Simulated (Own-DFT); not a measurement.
AlGa3N4 (wurtzite random alloy, atoms displaced) (calculated)

A calculation, not a measurement: plane-wave PBE density functional theory by an unreviewed code, no spin, of a simulated periodic cell, stress positive in tension, free energy of the whole cell less one offset for each atom, forces on such cells passed a denser k mesh, this cell's mesh not checked; offsets are fitted by least squares, one for each functional and potential file, so energies compare only between cells with the same atoms and settings and are not formation energies; the far tail of each file's local potential was reset to the Coulomb form; each entry is a single point on an unrelaxed cell, so the pressure reflects the starting lattice, mostly measured values, from which strain is counted, and rises with the displacements; printed positions are rounded, which can move forces by about a meV/angstrom; the program is a retired in-house code; no spin-orbit coupling. Program: Own-DFT development build.

Settings shared by all entries: functional PBE; potential files PseudoDojo norm-conserving, scalar-relativistic, standard set with the stringent files for Ga; wave cutoff 96 hartree; occupations Gaussian; smearing width 0.01 eV; k mesh 4 x 4 x 3 centred on Gamma.

(1) AlGa3N4 (wurtzite random alloy, atoms displaced)

```cif
# cell vector a (Å): 9.5092 0.0000 0.0000
# cell vector b (Å): -4.7546 8.2353 0.0000
# cell vector c (Å): 0.0000 0.0000 10.2685
data_AlGa3N4
_symmetry_space_group_name_H-M 'P 1'
_symmetry_Int_Tables_number 1
_cell_length_a 9.5092
_cell_length_b 9.5093
_cell_length_c 10.2685
_cell_angle_alpha 90.000
_cell_angle_beta 90.000
_cell_angle_gamma 120.000
_cell_volume 804.14
loop_
_atom_site_label
_atom_site_type_symbol
_atom_site_fract_x
_atom_site_fract_y
_atom_site_fract_z
_atom_site_occupancy
Ga1 Ga 0.11224 0.22072 0.99537 1
Ga2 Ga 0.22547 0.10869 0.25243 1
N1 N 0.11448 0.22764 0.18886 1
N2 N 0.22127 0.11187 0.44228 1
Ga3 Ga 0.10870 0.22048 0.50274 1
Al1 Al 0.22684 0.11513 0.74605 1
N3 N 0.11222 0.22793 0.68873 1
N4 N 0.21686 0.11096 0.93746 1
Ga4 Ga 0.11399 0.55575 0.00030 1
Ga5 Ga 0.21882 0.44230 0.24885 1
N5 N 0.11117 0.55663 0.19380 1
N6 N 0.21995 0.43932 0.44356 1
Al2 Al 0.11503 0.55812 0.50022 1
Ga6 Ga 0.22160 0.44614 0.74875 1
N7 N 0.11119 0.55816 0.68796 1
N8 N 0.22246 0.44079 0.93930 1
Ga7 Ga 0.11402 0.88824 0.99767 1
Al3 Al 0.22082 0.77479 0.24926 1
N9 N 0.11230 0.88289 0.18877 1
N10 N 0.21975 0.78109 0.44237 1
Ga8 Ga 0.11418 0.89016 0.50284 1
Ga9 Ga 0.22514 0.77720 0.75219 1
N11 N 0.10794 0.88877 0.68695 1
N12 N 0.22474 0.78222 0.93746 1
Ga10 Ga 0.45053 0.22533 0.00378 1
Ga11 Ga 0.55751 0.10811 0.24638 1
N13 N 0.43627 0.22142 0.19420 1
N14 N 0.55474 0.10744 0.44196 1
Al4 Al 0.43535 0.22130 0.49861 1
Ga12 Ga 0.55579 0.10803 0.74803 1
N15 N 0.44179 0.21755 0.68765 1
N16 N 0.55526 0.11751 0.93865 1
Ga13 Ga 0.44905 0.55907 0.99830 1
Ga14 Ga 0.55272 0.44320 0.25354 1
N17 N 0.44955 0.55392 0.18733 1
N18 N 0.55563 0.44538 0.43851 1
Ga15 Ga 0.44089 0.55158 0.49691 1
Ga16 Ga 0.56094 0.44908 0.75209 1
N19 N 0.44614 0.55658 0.69132 1
N20 N 0.55420 0.44263 0.93811 1
Ga17 Ga 0.44558 0.88923 0.00227 1
Ga18 Ga 0.55628 0.77798 0.25357 1
N21 N 0.45126 0.88768 0.18361 1
N22 N 0.55932 0.78030 0.43782 1
Ga19 Ga 0.44488 0.89142 0.49931 1
Ga20 Ga 0.55750 0.77927 0.75158 1
N23 N 0.44528 0.88770 0.68950 1
N24 N 0.55151 0.77587 0.93781 1
Ga21 Ga 0.78379 0.22790 0.99490 1
Al5 Al 0.88997 0.11704 0.24993 1
N25 N 0.78492 0.22050 0.19448 1
N26 N 0.89467 0.11543 0.44310 1
Al6 Al 0.77614 0.22507 0.50433 1
Ga22 Ga 0.89146 0.11708 0.75422 1
N27 N 0.77731 0.22038 0.68464 1
N28 N 0.89071 0.11572 0.93864 1
Ga23 Ga 0.77046 0.55506 0.99934 1
Al7 Al 0.89280 0.44120 0.24910 1
N29 N 0.78197 0.55777 0.19135 1
N30 N 0.88836 0.44376 0.43820 1
Ga24 Ga 0.77399 0.55147 0.49921 1
Ga25 Ga 0.88832 0.44449 0.74780 1
N31 N 0.77489 0.54976 0.68977 1
N32 N 0.89169 0.44397 0.93707 1
Al8 Al 0.78123 0.89517 0.99903 1
Ga26 Ga 0.89109 0.77518 0.25270 1
N33 N 0.77831 0.88591 0.19036 1
N34 N 0.88851 0.77333 0.43820 1
Ga27 Ga 0.78142 0.88973 0.49943 1
Al9 Al 0.88634 0.77456 0.75055 1
N35 N 0.78027 0.88449 0.69233 1
N36 N 0.88556 0.77912 0.93179 1
```

It finds free energy of cell above offsets -12.700 eV; pressure 5.78 GPa; stress xx -5.76 GPa; stress yy -5.4 GPa; stress zz -6.19 GPa; stress yz 0.13 GPa; stress xz 0.09 GPa; stress xy 0.36 GPa.

Force:
```tsv
element	x (eV/Å)	y (eV/Å)	z (eV/Å)
Ga	-0.106	0.361	1.146
Ga	-1.843	-0.562	0.003
N	-0.591	-1.68	0.033
N	0.447	0.108	-0.223
Ga	0.176	0.072	-0.007
Al	-0.755	-0.619	0.529
N	0.983	-1.046	0.735
N	1.546	-0.129	-1.002
Ga	-0.021	0.099	0.022
Ga	0.987	0.489	0.452
N	-0.367	0.366	-0.294
N	-0.945	1.261	-0.635
Al	-0.57	-0.262	-0.102
Ga	0.306	0.316	0.23
N	0.104	-0.175	-0.781
N	-0.16	0.89	-0.114
Ga	-1.104	0.202	0.145
Al	0.382	0.533	0.456
N	0.525	0.344	0.107
N	1.219	-1.416	-1.502
Ga	-0.948	-0.201	-0.18
Ga	-0.705	0.402	-0.723
N	-0.169	0.382	1.479
N	0.418	-0.755	0.5
Ga	-1.586	-0.385	-0.139
Ga	-0.269	0.444	0.874
N	2.21	0.171	-0.791
N	-0.484	1.839	-0.279
Al	1.56	0.148	0.353
Ga	-0.428	0.418	0.077
N	-0.419	0.528	-0.628
N	1.121	-0.748	0.101
Ga	-0.484	-0.63	0.377
Ga	0.826	0.357	-0.486
N	-1.187	0.365	0.257
N	-0.286	-1.395	0.66
Ga	0.223	0.848	0.808
Ga	-0.795	-1.142	-0.571
N	-0.06	-0.093	-0.523
N	-0.128	0.052	0.217
Ga	0.03	0.366	-1.08
Ga	0.741	-0.385	-0.731
N	-1.81	-0.433	1.527
N	-0.501	-0.463	0.656
Ga	0.245	-0.675	0.297
Ga	0.18	-0.163	-0.491
N	0.038	-0.066	-0.108
N	1.197	1.263	0.553
Ga	-0.618	-0.586	1.093
Al	1.664	-1.352	0.68
N	-0.974	1.011	-0.927
N	-1.776	-0.19	-1.21
Al	0.533	-0.398	-1.31
Ga	0.363	-0.933	-1.198
N	-0.085	0.22	0.395
N	-0.129	-1.263	0.535
Ga	1.255	0.624	0.454
Al	-0.998	0.386	0.481
N	0.504	-1.62	-0.311
N	1.007	-0.349	-0.087
Ga	0.469	0.338	0.119
Ga	0.339	-0.149	0.05
N	0.2	1.528	-0.092
N	-0.506	0.884	0.193
Al	-0.093	-0.832	0.271
Ga	-0.34	0.426	-0.39
N	0.097	1.587	-0.904
N	0.033	0.441	0.592
Ga	0.028	0.11	0.353
Al	0.492	0.184	-0.671
N	0.014	0.545	-0.168
N	-0.222	0.186	0.85
```

(2) AlGa3N4 (wurtzite random alloy, atoms displaced)

```cif
# cell vector a (Å): 9.5092 0.0000 0.0000
# cell vector b (Å): -4.7546 8.2353 0.0000
# cell vector c (Å): 0.0000 0.0000 10.2685
data_AlGa3N4
_symmetry_space_group_name_H-M 'P 1'
_symmetry_Int_Tables_number 1
_cell_length_a 9.5092
_cell_length_b 9.5093
_cell_length_c 10.2685
_cell_angle_alpha 90.000
_cell_angle_beta 90.000
_cell_angle_gamma 120.000
_cell_volume 804.14
loop_
_atom_site_label
_atom_site_type_symbol
_atom_site_fract_x
_atom_site_fract_y
_atom_site_fract_z
_atom_site_occupancy
Ga1 Ga 0.10719 0.21710 0.00326 1
Al1 Al 0.22171 0.10759 0.25059 1
N1 N 0.11470 0.22065 0.19085 1
N2 N 0.22487 0.11109 0.44105 1
Ga2 Ga 0.11605 0.22600 0.50127 1
Ga3 Ga 0.22197 0.10810 0.75082 1
N3 N 0.11013 0.22207 0.68795 1
N4 N 0.22463 0.11135 0.94108 1
Al2 Al 0.11764 0.56661 0.00033 1
Ga4 Ga 0.23026 0.45007 0.24851 1
N5 N 0.11039 0.55285 0.19139 1
N6 N 0.22418 0.45173 0.43959 1
Ga5 Ga 0.10375 0.55279 0.50168 1
Ga6 Ga 0.22308 0.44749 0.75218 1
N7 N 0.11183 0.55265 0.68815 1
N8 N 0.22239 0.44851 0.93528 1
Al3 Al 0.10872 0.87905 0.99875 1
Ga7 Ga 0.21374 0.77520 0.25344 1
N9 N 0.11832 0.89449 0.18632 1
N10 N 0.21565 0.77553 0.43913 1
Ga8 Ga 0.10657 0.87874 0.50209 1
Ga9 Ga 0.22172 0.78154 0.75151 1
N11 N 0.10651 0.88368 0.68628 1
N12 N 0.22094 0.77664 0.93974 1
Ga10 Ga 0.45006 0.22724 0.99648 1
Ga11 Ga 0.56078 0.11094 0.24814 1
N13 N 0.44267 0.22434 0.19283 1
N14 N 0.54867 0.10918 0.43869 1
Al4 Al 0.44266 0.21895 0.49857 1
Al5 Al 0.55440 0.11385 0.75273 1
N15 N 0.44730 0.22523 0.69258 1
N16 N 0.55959 0.11048 0.93846 1
Al6 Al 0.44442 0.55391 0.99980 1
Ga12 Ga 0.55396 0.43955 0.25033 1
N17 N 0.44319 0.55227 0.18692 1
N18 N 0.55155 0.44216 0.44285 1
Ga13 Ga 0.44550 0.55580 0.49673 1
Ga14 Ga 0.55199 0.43814 0.75407 1
N19 N 0.43941 0.55632 0.69056 1
N20 N 0.55646 0.45067 0.94334 1
Ga15 Ga 0.44552 0.88595 0.99838 1
Ga16 Ga 0.55235 0.77487 0.24385 1
N21 N 0.44536 0.88572 0.19659 1
N22 N 0.54842 0.77609 0.44306 1
Ga17 Ga 0.44485 0.89170 0.49875 1
Ga18 Ga 0.55523 0.77400 0.74765 1
N23 N 0.44388 0.88271 0.69243 1
N24 N 0.54834 0.77322 0.93917 1
Ga19 Ga 0.77632 0.22260 0.00189 1
Ga20 Ga 0.89098 0.11300 0.25277 1
N25 N 0.77537 0.22329 0.18566 1
N26 N 0.88714 0.11031 0.43840 1
Ga21 Ga 0.78227 0.22281 0.50190 1
Al7 Al 0.88370 0.11343 0.75413 1
N27 N 0.77420 0.21812 0.68830 1
N28 N 0.88746 0.10620 0.93682 1
Ga22 Ga 0.77271 0.55375 0.00213 1
Al8 Al 0.88591 0.44372 0.25239 1
N29 N 0.77456 0.55838 0.18902 1
N30 N 0.89284 0.44627 0.44277 1
Ga23 Ga 0.77365 0.55020 0.50321 1
Ga24 Ga 0.89264 0.45106 0.75326 1
N31 N 0.77649 0.55034 0.68975 1
N32 N 0.88897 0.44477 0.93816 1
Ga25 Ga 0.77618 0.88911 0.99500 1
Ga26 Ga 0.88546 0.77283 0.25203 1
N33 N 0.78541 0.89605 0.19748 1
N34 N 0.88714 0.78136 0.43954 1
Ga27 Ga 0.77067 0.89107 0.49561 1
Al9 Al 0.88643 0.78034 0.74911 1
N35 N 0.77078 0.88449 0.68486 1
N36 N 0.88526 0.77350 0.93580 1
```

Results for AlGa3N4 (wurtzite random alloy, atoms displaced): free energy of cell above offsets -12.506 eV; pressure 5.81 GPa; stress xx -5.95 GPa; stress yy -5.47 GPa; stress zz -6 GPa; stress yz -0.08 GPa; stress xz 0.09 GPa; stress xy 0.4 GPa.

Force:
```tsv
element	x (eV/Å)	y (eV/Å)	z (eV/Å)
Ga	0.345	0.817	-0.424
Al	0.028	0.508	0.334
N	0.152	0.018	0.347
N	0.238	-0.152	-0.697
Ga	-0.171	-0.185	-0.289
Ga	-0.596	0.335	-0.151
N	-0.76	-0.6	0.943
N	-0.012	-1.287	0.001
Al	-0.01	-2.102	0.278
Ga	-0.973	-1.039	0.601
N	-1.199	-0.1	-1.058
N	-0.003	-0.784	-0.373
Ga	1.598	0.788	0.203
Ga	-0.001	-0.74	-0.586
N	-0.725	0.768	0.383
N	0.041	0.216	2.098
Al	-0.72	1.421	0.263
Ga	1.005	0.16	-0.259
N	-0.897	-0.402	-0.574
N	0.858	-0.168	0.249
Ga	-0.765	1.399	-0.54
Ga	0.61	-0.846	-0.567
N	-0.748	0.076	1.256
N	-0.449	0.254	0.37
Ga	-0.409	-0.749	1.01
Ga	-1.268	-0.3	0.458
N	0.156	-1.227	-0.698
N	0.539	1.097	0.227
Al	-0.255	0.316	0.439
Al	0.655	-0.736	-0.69
N	0.449	-1.535	-1.07
N	-0.758	-0.053	-0.6
Al	-0.902	0.037	-0.11
Ga	-0.381	0.583	0.586
N	0.783	0.497	-0.97
N	0.619	-0.904	-0.391
Ga	-0.537	0.057	1.108
Ga	-0.425	1.553	-0.474
N	1.343	-0.739	-0.389
N	-0.545	-0.425	-0.319
Ga	-0.578	0.501	0.9
Ga	0.996	0.161	1.245
N	-1.082	0.304	-1.415
N	0.469	0.121	-1.292
Ga	-0.598	-0.701	0.584
Ga	-0.335	-0.001	0.295
N	-0.951	1.955	-0.083
N	1.083	-0.606	0.322
Ga	0.77	0.234	-0.689
Ga	0.104	0.636	-0.307
N	0.787	1.119	1.121
N	0.337	0.697	0.221
Ga	-0.912	-0.298	-0.024
Al	0.867	-0.454	-1.284
N	-0.188	-0.015	1.14
N	-0.438	0.774	-0.291
Ga	0.909	0.283	-0.312
Al	0.376	0.173	-0.29
N	1.366	-1.159	0.515
N	-1.46	-0.823	-1.869
Ga	-0.189	0.733	-0.218
Ga	0.293	-0.998	-0.533
N	-0.679	1.488	0.566
N	0.646	0.699	1.144
Ga	0.068	-0.618	1.19
Ga	0.327	1.307	0.039
N	-0.694	-1.243	-1.641
N	0	-0.97	0.213
Ga	0.622	-0.455	0.395
Al	-0.102	-0.667	-0.501
N	1.431	1.203	1.152
N	0.846	0.795	-0.219
```

(3) AlGa3N4 (wurtzite random alloy, atoms displaced)

```cif
# cell vector a (Å): 9.5092 0.0000 0.0000
# cell vector b (Å): -4.7546 8.2353 0.0000
# cell vector c (Å): 0.0000 0.0000 10.2685
data_AlGa3N4
_symmetry_space_group_name_H-M 'P 1'
_symmetry_Int_Tables_number 1
_cell_length_a 9.5092
_cell_length_b 9.5093
_cell_length_c 10.2685
_cell_angle_alpha 90.000
_cell_angle_beta 90.000
_cell_angle_gamma 120.000
_cell_volume 804.14
loop_
_atom_site_label
_atom_site_type_symbol
_atom_site_fract_x
_atom_site_fract_y
_atom_site_fract_z
_atom_site_occupancy
Al1 Al 0.11582 0.23025 0.99686 1
Ga1 Ga 0.22459 0.11216 0.24979 1
N1 N 0.11409 0.22525 0.18626 1
N2 N 0.22307 0.10846 0.43640 1
Ga2 Ga 0.11450 0.22535 0.50109 1
Ga3 Ga 0.22446 0.10970 0.74766 1
N3 N 0.10696 0.21762 0.69017 1
N4 N 0.22402 0.11384 0.93975 1
Ga4 Ga 0.11546 0.55524 0.00023 1
Ga5 Ga 0.22967 0.45168 0.24896 1
N5 N 0.10454 0.55061 0.19084 1
N6 N 0.22201 0.44386 0.44038 1
Al2 Al 0.10491 0.55390 0.50776 1
Ga6 Ga 0.21931 0.44198 0.75449 1
N7 N 0.11017 0.55285 0.68730 1
N8 N 0.22493 0.44342 0.93721 1
Ga7 Ga 0.10743 0.88858 0.00289 1
Ga8 Ga 0.21917 0.77328 0.24884 1
N9 N 0.11096 0.89322 0.18798 1
N10 N 0.21781 0.77701 0.43966 1
Ga9 Ga 0.10796 0.89254 0.50310 1
Ga10 Ga 0.22215 0.77882 0.74712 1
N11 N 0.10652 0.88645 0.69230 1
N12 N 0.21851 0.77803 0.93985 1
Ga11 Ga 0.44165 0.22149 0.00070 1
Al3 Al 0.55785 0.11610 0.24447 1
N13 N 0.45030 0.21522 0.18792 1
N14 N 0.55408 0.10470 0.43718 1
Ga12 Ga 0.43301 0.21946 0.50284 1
Al4 Al 0.55624 0.11031 0.75079 1
N15 N 0.44659 0.22654 0.68994 1
N16 N 0.56142 0.11816 0.94306 1
Ga13 Ga 0.44797 0.55646 0.00188 1
Ga14 Ga 0.55993 0.44187 0.24566 1
N17 N 0.44999 0.55591 0.18680 1
N18 N 0.55261 0.44323 0.44529 1
Ga15 Ga 0.44688 0.55721 0.50090 1
Ga16 Ga 0.55342 0.44853 0.75201 1
N19 N 0.44249 0.55914 0.69307 1
N20 N 0.55102 0.44103 0.94186 1
Al5 Al 0.44488 0.88886 0.99951 1
Al6 Al 0.55757 0.77930 0.24927 1
N21 N 0.44468 0.88592 0.19336 1
N22 N 0.55041 0.77887 0.44412 1
Ga17 Ga 0.44893 0.89478 0.49772 1
Al7 Al 0.55555 0.78026 0.74813 1
N23 N 0.44438 0.88753 0.68863 1
N24 N 0.55464 0.77401 0.94305 1
Ga18 Ga 0.77662 0.22121 0.00141 1
Ga19 Ga 0.89099 0.10910 0.24698 1
N25 N 0.77739 0.22017 0.19152 1
N26 N 0.88362 0.10817 0.44101 1
Al8 Al 0.77892 0.21971 0.49380 1
Ga20 Ga 0.88416 0.10185 0.75108 1
N27 N 0.77843 0.22231 0.69298 1
N28 N 0.89625 0.11207 0.93554 1
Ga21 Ga 0.78019 0.56040 0.00189 1
Ga22 Ga 0.89449 0.44903 0.24544 1
N29 N 0.77503 0.55906 0.18859 1
N30 N 0.89634 0.44918 0.43840 1
Ga23 Ga 0.77628 0.55313 0.50089 1
Al9 Al 0.88974 0.44864 0.75418 1
N31 N 0.77774 0.56101 0.69190 1
N32 N 0.89199 0.44478 0.93925 1
Ga24 Ga 0.77734 0.89309 0.99838 1
Ga25 Ga 0.88947 0.77845 0.25002 1
N33 N 0.77552 0.88912 0.19275 1
N34 N 0.88928 0.78052 0.43561 1
Ga26 Ga 0.77492 0.88377 0.50309 1
Ga27 Ga 0.88436 0.77443 0.75281 1
N35 N 0.77449 0.88813 0.68744 1
N36 N 0.89321 0.77841 0.93861 1
```

Results for AlGa3N4 (wurtzite random alloy, atoms displaced): free energy of cell above offsets -12.647 eV; pressure 5.7 GPa; stress xx -5.5 GPa; stress yy -5.81 GPa; stress zz -5.77 GPa; stress yz 0.16 GPa; stress xz -0.1 GPa; stress xy -0.66 GPa.

Force:
```tsv
element	x (eV/Å)	y (eV/Å)	z (eV/Å)
Al	0.358	-1.222	0.391
Ga	-0.036	0.246	-0.357
N	0.163	0.206	-0.719
N	-1.079	0.252	0.217
Ga	-0.712	-0.572	-0.195
Ga	-0.475	0.208	0.786
N	0.437	0.283	-0.05
N	-0.941	0.03	0.028
Ga	-0.489	0.145	-0.093
Ga	-0.261	-0.857	0.641
N	1.632	0.989	-1.015
N	-0.726	0.869	0.077
Al	1.15	0.614	-1.453
Ga	0.115	-0.063	-1.209
N	-1.013	-0.099	0.658
N	-0.18	-0.061	1.102
Ga	0.626	0.715	-0.481
Ga	-0.105	0.756	0.651
N	0.314	-0.708	0.363
N	0.168	-0.708	0.591
Ga	0.616	-0.896	-0.356
Ga	0.078	-0.357	0.406
N	0.125	0.235	-0.428
N	1.407	0.479	0.138
Ga	0.296	-0.134	-0.152
Al	1.067	-1.679	1.349
N	-1.154	0.875	0.291
N	0.057	2.523	-0.851
Ga	2.086	0.267	-0.232
Al	0.083	0.457	-0.111
N	0.8	-0.873	0.439
N	-0.547	-2.112	-1.248
Ga	-0.25	-0.313	-0.363
Ga	-0.887	-0.429	1.189
N	-0.247	0.856	0.996
N	0.496	-0.16	-1.24
Ga	-0.838	-0.003	0.374
Ga	0.189	-0.188	0.043
N	0.118	0.522	-0.027
N	0.798	0.641	-0.217
Al	-0.275	0.081	0.378
Al	-0.252	-0.174	0.665
N	0.381	0.589	-1.212
N	1.166	-0.506	-1.779
Ga	-1.14	-1.191	0.299
Al	-0.169	-0.439	0.414
N	0.412	0.919	0.917
N	-0.922	1.328	-1.44
Ga	0.933	0.451	-0.126
Ga	-0.033	0.514	0.904
N	-0.473	0.208	-0.141
N	0.532	0.391	-0.228
Al	-0.689	0.426	0.933
Ga	-0.228	1.382	-0.584
N	-0.801	0.536	-0.845
N	-0.145	0.514	1.224
Ga	0.013	-0.809	-0.569
Ga	-1.408	-1.074	1.069
N	1.234	-0.162	0.013
N	-0.498	-1.207	0.334
Ga	0.266	0.272	-0.056
Al	0.08	-0.75	-0.619
N	0.907	-1.435	-0.057
N	-0.334	0.217	-0.315
Ga	0.642	-0.389	0.605
Ga	-0.174	0.44	-0.014
N	-0.267	-0.572	-0.678
N	-0.114	-0.635	0.765
Ga	-0.303	0.557	-0.91
Ga	0.021	0.875	-0.155
N	-0.353	-1.16	0.963
N	-1.25	0.074	0.315
```

(4) AlGa3N4 (wurtzite random alloy, atoms displaced)

```cif
# cell vector a (Å): 9.5092 0.0000 0.0000
# cell vector b (Å): -4.7546 8.2353 0.0000
# cell vector c (Å): 0.0000 0.0000 10.2685
data_AlGa3N4
_symmetry_space_group_name_H-M 'P 1'
_symmetry_Int_Tables_number 1
_cell_length_a 9.5092
_cell_length_b 9.5093
_cell_length_c 10.2685
_cell_angle_alpha 90.000
_cell_angle_beta 90.000
_cell_angle_gamma 120.000
_cell_volume 804.14
loop_
_atom_site_label
_atom_site_type_symbol
_atom_site_fract_x
_atom_site_fract_y
_atom_site_fract_z
_atom_site_occupancy
Ga1 Ga 0.11061 0.21947 0.00501 1
Al1 Al 0.21928 0.10740 0.24715 1
N1 N 0.10915 0.22549 0.19017 1
N2 N 0.21996 0.11237 0.43926 1
Al2 Al 0.10246 0.21520 0.48944 1
Ga2 Ga 0.22110 0.11112 0.74981 1
N3 N 0.11230 0.22121 0.68829 1
N4 N 0.22695 0.11749 0.94693 1
Al3 Al 0.11419 0.55303 0.00279 1
Ga3 Ga 0.22041 0.44584 0.24358 1
N5 N 0.10738 0.55371 0.18482 1
N6 N 0.22650 0.44096 0.43471 1
Ga4 Ga 0.10884 0.55472 0.49828 1
Al4 Al 0.22686 0.44964 0.74854 1
N7 N 0.11101 0.55401 0.69121 1
N8 N 0.21636 0.44514 0.93764 1
Ga5 Ga 0.10777 0.88581 0.00196 1
Ga6 Ga 0.22548 0.77834 0.25169 1
N9 N 0.11303 0.89097 0.18674 1
N10 N 0.21534 0.78083 0.43569 1
Ga7 Ga 0.10963 0.88412 0.49853 1
Ga8 Ga 0.22205 0.77589 0.75096 1
N11 N 0.11007 0.88519 0.69600 1
N12 N 0.22050 0.77482 0.94522 1
Ga9 Ga 0.44814 0.21796 0.00079 1
Ga10 Ga 0.55078 0.11066 0.24743 1
N13 N 0.44428 0.21758 0.19118 1
N14 N 0.55418 0.11071 0.44443 1
Ga11 Ga 0.44224 0.22788 0.50230 1
Al5 Al 0.56070 0.11453 0.74997 1
N15 N 0.44045 0.22674 0.68793 1
N16 N 0.56151 0.11793 0.94119 1
Ga12 Ga 0.44204 0.56214 0.00316 1
Ga13 Ga 0.55769 0.44845 0.24769 1
N17 N 0.45110 0.55767 0.18683 1
N18 N 0.54889 0.44042 0.43627 1
Al6 Al 0.44724 0.55617 0.49814 1
Ga14 Ga 0.55002 0.44249 0.75744 1
N19 N 0.43859 0.55217 0.69464 1
N20 N 0.55420 0.44477 0.94501 1
Al7 Al 0.44150 0.89062 0.99732 1
Ga15 Ga 0.55539 0.77323 0.24831 1
N21 N 0.44827 0.88711 0.18745 1
N22 N 0.55308 0.77894 0.44403 1
Ga16 Ga 0.44714 0.88765 0.50089 1
Ga17 Ga 0.55538 0.78306 0.74968 1
N23 N 0.44649 0.88183 0.68626 1
N24 N 0.54757 0.77741 0.94093 1
Ga18 Ga 0.78129 0.21886 0.00318 1
Ga19 Ga 0.88979 0.10961 0.24995 1
N25 N 0.78138 0.22656 0.18642 1
N26 N 0.88526 0.10964 0.44378 1
Ga20 Ga 0.77143 0.21975 0.49821 1
Ga21 Ga 0.89390 0.11185 0.74910 1
N27 N 0.77776 0.21985 0.68905 1
N28 N 0.89604 0.11463 0.93667 1
Al8 Al 0.78040 0.55792 0.99832 1
Ga22 Ga 0.89252 0.44836 0.24913 1
N29 N 0.77315 0.55328 0.18529 1
N30 N 0.89116 0.44721 0.43929 1
Ga23 Ga 0.77818 0.55909 0.49797 1
Al9 Al 0.89163 0.44428 0.75077 1
N31 N 0.77713 0.55495 0.69378 1
N32 N 0.89110 0.44162 0.94395 1
Ga24 Ga 0.77182 0.88124 0.00151 1
Ga25 Ga 0.89357 0.78212 0.25168 1
N33 N 0.77966 0.89175 0.18805 1
N34 N 0.88620 0.77499 0.43702 1
Ga26 Ga 0.77975 0.88810 0.49337 1
Ga27 Ga 0.87944 0.77356 0.74998 1
N35 N 0.77160 0.88285 0.69592 1
N36 N 0.88557 0.77371 0.93832 1
```

Results for AlGa3N4 (wurtzite random alloy, atoms displaced): free energy of cell above offsets -12.334 eV; pressure 5.86 GPa; stress xx -6.92 GPa; stress yy -5.18 GPa; stress zz -5.47 GPa; stress yz 0.06 GPa; stress xz 0.18 GPa; stress xy 0.5 GPa.

Force:
```tsv
element	x (eV/Å)	y (eV/Å)	z (eV/Å)
Ga	-0.073	0.784	-0.959
Al	0.296	0.856	0.441
N	1.386	-1.026	0.621
N	-0.599	-0.514	-1.125
Al	0.999	1.164	1.618
Ga	-0.182	-0.12	0.608
N	-0.226	1.144	-1.226
N	0.093	-1.185	-0.931
Al	-1.075	0.099	-0.855
Ga	0.563	0.325	0.877
N	0.666	0.859	0.037
N	-0.402	0.117	0.633
Ga	1.023	-0.006	0.401
Al	-0.73	-1.289	0.389
N	-0.059	-0.609	-0.171
N	0.544	0.122	-0.124
Ga	0.023	0.451	-0.88
Ga	-0.129	-0.059	-0.938
N	-0.007	0.334	1.02
N	1.891	-0.826	0.463
Ga	-0.802	1.339	1.226
Ga	0.106	-0.017	0.469
N	-0.43	0.138	-1.021
N	0.676	-0.023	-0.23
Ga	-0.863	1.115	0.445
Ga	1.418	-0.139	0.884
N	-1.73	0.393	0.044
N	-0.769	-0.083	-0.951
Ga	0.187	-0.991	-0.263
Al	-0.615	-0.23	-0.196
N	1.768	-1.091	0.86
N	0.317	-2.122	-1.406
Ga	0.29	-1.328	-1.115
Ga	0.251	-1.234	0.1
N	-1.201	-0.379	0.471
N	0.174	1.669	0.354
Al	-0.632	-0.392	0.795
Ga	0.246	0.439	-0.214
N	0.33	0.594	-1.607
N	0.589	0.58	0.199
Al	0.197	0.177	0.425
Ga	-0.137	0.881	0.658
N	-0.503	0.071	-0.686
N	1.013	-1.422	-0.991
Ga	-1.26	0.349	-0.182
Ga	0.637	-1.651	0.672
N	-1.826	2.202	0.783
N	-0.054	1.117	-0.044
Ga	0.13	0.537	-0.732
Ga	-0.96	0.557	0.177
N	-0.148	-0.742	1.356
N	0.437	0.251	-0.929
Ga	0.476	0.644	0.582
Ga	-0.224	-0.167	-0.018
N	-0.681	0.783	0.454
N	-0.542	-1.289	0.584
Al	0.035	-1.003	0.029
Ga	-0.821	-0.45	-0.094
N	0.87	0.992	-0.211
N	-0.55	-0.481	-0.222
Ga	-0.247	-1.261	0.867
Al	-0.291	-0.249	0.501
N	0.546	-1.065	-0.622
N	-0.343	1.276	-0.985
Ga	0.06	0.977	-0.806
Ga	-0.208	-0.851	-1.013
N	0.141	-0.526	0.52
N	0.173	0.519	0.181
Ga	-0.727	-0.145	1.67
Ga	1.084	0.314	0.312
N	0.427	1.059	-1.604
N	-0.015	-0.265	0.629
```
